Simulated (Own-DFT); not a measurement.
# Energy and forces against displacement in monoclinic HfO2, 96 atoms (Hf32O64)

These are calculations, not measurements. The program, named Own-DFT, is a retired in-house plane-wave density functional code that no person has reviewed. Each row is one single-point run on a periodic cell that was not relaxed, without spin or spin-orbit coupling.

Settings of every run: PBE; PseudoDojo norm-conserving scalar-relativistic files; cutoff 72 hartree; 2 x 2 x 2 k mesh centred on Gamma; Fermi-Dirac smearing of 0.1 eV.

Known limits, some of them of some rows only: some atoms lie very close together; hafnium file: forces about 75 meV/angstrom off all-electron values; oxygen file: force components 24 meV/angstrom off all-electron in a glass; forces on such cells passed a denser k mesh, each cell not checked; stress not checked against mesh or cutoff.

Cell vectors in Å: (10.234, 0.000, 0.000); (0.000, 10.350, 0.000); (-1.696, 0.000, 10.445). In each run every atom was moved at random and independently from its ideal site; u is the rms move along one axis. E is the free energy for each atom above the fitted value at u = 0, and F the rms of the force components.

| run | u (Å) | E (meV/atom) | F (eV/Å) | largest force (eV/Å) | P (GPa) |
|---|---|---|---|---|---|
| 1 | 0.0195 | 10.3 | 0.428 | 1.69 | 3.94 |
| 2 | 0.0198 | 9.3 | 0.414 | 1.76 | 3.75 |
| 3 | 0.0464 | ? | ? | ? | ? |
| 4 | 0.0490 | 50.6 | 0.894 | 3.65 | 4.99 |
| 5 | 0.0816 | 159.8 | 1.752 | 8.72 | 8.77 |
| 6 | 0.0827 | 185.2 | 2.090 | 10.99 | 10.79 |
| 7 | 0.0831 | 173.7 | 1.884 | 7.10 | 9.48 |
| 8 | 0.1236 | 429.8 | 3.559 | 18.92 | 19.48 |
| 9 | 0.1527 | 686.8 | 5.001 | 25.79 | 26.43 |

## Worked fit

For small independent moves the energy grows as E = (3/2) K u², with K the mean stiffness felt by one atom. The runs with u up to 0.11 Å give K = 16.4 ± 0.8 eV/Å², with residuals divided by u² + 0.0006 Å², since the noise grows with the moves. The scatter is 5.9 meV/atom at u = 0.05 Å. The forces follow F = G u with G = 21.8 eV/Å²; no force at u = 0 is resolved. G exceeds K because the moves of its neighbours add to the force on an atom, and stiffness differs between atoms. At u = 0.153 Å the parabola gives 574 meV/atom and the run 687. The pressure follows P = 3.29 + 932 u² GPa: at fixed volume, shortened bonds push harder than stretched ones pull.

## Withheld run

Question: what energy and rms force should run 3 give?

The fit gives 53 ± 6 meV/atom and about 1.01 eV/Å. The calculation gave 54.9 meV/atom and 1.010 eV/Å.
